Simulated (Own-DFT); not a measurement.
# Response to strain: grey tin, 32 atoms (Sn32)

These are calculations, not measurements. They come from Own-DFT, an in-house plane-wave density functional program, since retired, whose code no person has reviewed. Each row is one single-point run on a periodic cell that was not relaxed, without spin or spin-orbit coupling.

Settings of every run: PBE; PseudoDojo norm-conserving scalar-relativistic files; cutoff 42 hartree; 3 x 3 x 5 k mesh centred on Gamma; cold (Marzari-Vanderbilt) smearing of 0.2 eV.

Known limits: forces on such cells failed a check on a denser k mesh; stress not checked against mesh or cutoff.

Unstrained cell vectors in Å: (12.978, 0.000, 0.000); (0.000, 12.978, 0.000); (0.000, 0.000, 6.489). The unstrained cell has measured lattice constants (interpolated for alloys), not those of this functional. That, the random moves and any unrelaxed bonds set the pressure at no strain. Each run strains this cell uniformly, with the atoms carried along. Every atom was also moved at random, by a Gaussian of width 0.05 Å on each axis. Strain is the symmetric tensor, in per cent. Stress is positive in tension, and the pressure is minus a third of its trace.

| run | e_xx (%) | e_yy (%) | e_zz (%) | s_xx (GPa) | s_yy (GPa) | s_zz (GPa) | P (GPa) | E (meV/atom) |
|---|---|---|---|---|---|---|---|---|
| 1 | 2.25 | 2.25 | 0.00 | -1.25 | -1.28 | -1.86 | 1.47 | 6.5 |
| 2 | -2.00 | -2.00 | 0.00 | -6.14 | -6.21 | -5.58 | 5.98 | 80.4 |
| 3 | 1.75 | 1.75 | 0.00 | -1.65 | -1.64 | -2.11 | 1.80 | 0.0 |
| 4 | -1.50 | -1.50 | 0.00 | -5.40 | -5.50 | -4.98 | 5.30 | 61.2 |
| 5 | -1.00 | -1.00 | 0.00 | -4.71 | -4.73 | -4.42 | 4.62 | 42.7 |
| 6 | -0.50 | -0.50 | 0.00 | -4.08 | -4.12 | -3.99 | 4.07 | 33.2 |
| 7 | 3.00 | 3.00 | 0.00 | -0.71 | -0.64 | -1.55 | 0.97 | 12.2 |
| 8 | -2.50 | -2.50 | 0.00 | -6.78 | -6.86 | -6.00 | 6.55 | 84.8 |
| 9 | 2.50 | 2.50 | 0.00 | ? | ? | ? | ? | ? |

E is the free energy for each atom above the lowest run shown.

## Worked fit

The change of volume is close to e_xx + e_yy + e_zz. A straight line through the runs shown gives P = 3.80 - 51 x (fractional change of volume) GPa, with an error of 2 on the slope and a scatter of 0.22 GPa. The strain isn't the same on all axes, but the crystal is cubic, so the slope still estimates the bulk modulus, averaged over pressures from 1.0 to 6.5 GPa.

## Withheld run

Question: what pressure should run 9 give? Its volume changes by 5.06 %.

The line gives 1.2 GPa. The calculation gave 1.35 GPa.
